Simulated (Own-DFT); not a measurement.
# Point defects and the pressure they add: 4H SiC

Calculated, not measured: single-point runs of Own-DFT, a retired in-house plane-wave DFT program that no person has reviewed, on unrelaxed cells, without spin or spin-orbit coupling.

All runs used: PBE; PseudoDojo norm-conserving scalar-relativistic files; cutoff 42 hartree; 4 x 4 x 3 k mesh centred on Gamma; Fermi-Dirac smearing of 0.1 eV.

Caveats (not all hold for every row): some atoms lie very close together; not probed for a lower state with spin; forces on such cells passed a denser k mesh, each cell not checked; stress not checked against mesh or cutoff.

All runs share one cell, with vectors in Å (9.248, 0.000, 0.000); (-4.624, 8.009, 0.000); (0.000, 0.000, 10.068) and a volume of 745.7 Å³. The atoms are randomly displaced, by u rms on each axis. The defect's site can differ from row to row.

```
cell,formula,u (Å),P (GPa)
no defect,C36Si36,0.0303,3.84
no defect,C36Si36,0.0536,5.58
no defect,C36Si36,0.0625,6.11
one C on a Si site,C37Si35,0.0486,3.61
one C on a Si site,C37Si35,0.0509,3.25
one C on a Si site,C37Si35,0.0542,3.35
two Al on a Si site each,Al2C36Si34,0.0293,5.79
two Al on a Si site each,Al2C36Si34,0.0314,5.86
two Al on a Si site each,Al2C36Si34,0.0503,7.15
one Si on a C site,C35Si37,0.0449,11.36
one Si on a C site,C35Si37,0.0515,11.67
one Si on a C site,C35Si37,0.0517,?
one Si on a C site,C35Si37,0.0528,11.91
one Al on a Si site and one N on a C site,AlC35NSi35,0.0505,6.01
one Al on a Si site and one N on a C site,AlC35NSi35,0.0515,5.26
one Al on a Si site and one N on a C site,AlC35NSi35,0.0551,5.88
```

## Analysis

P = P0 + c u² + a shift for each defect gives P0 = 3.28 GPa, c = 741 ± 103 GPa/Å² and a scatter of 0.27 GPa. The shifts, and each times the cell's volume:

- one Si on a C site: 6.53 ± 0.22 GPa, 30.4 eV
- two Al on a Si site each: 1.91 ± 0.25 GPa, 8.9 eV (4.4 eV for each of its 2 sites)
- one Al on a Si site and one N on a C site: 0.41 ± 0.22 GPa, 1.9 eV (not resolved)
- one C on a Si site: -1.82 ± 0.22 GPa, -8.5 eV

A positive shift means that the defect pushes the cell outwards. Shift times volume (160.2 GPa Å³ is 1 eV) depends little on the cell's size, so, taken for each site, it can be compared between cells at like pressure. The atoms around the defects weren't relaxed, which would change these numbers.

## Prediction

The question: what pressure belongs in the blank (one Si on a C site, u = 0.0517 Å)?

The fit gives 11.78 ± 0.32 GPa. DFT gave 12.64 GPa.
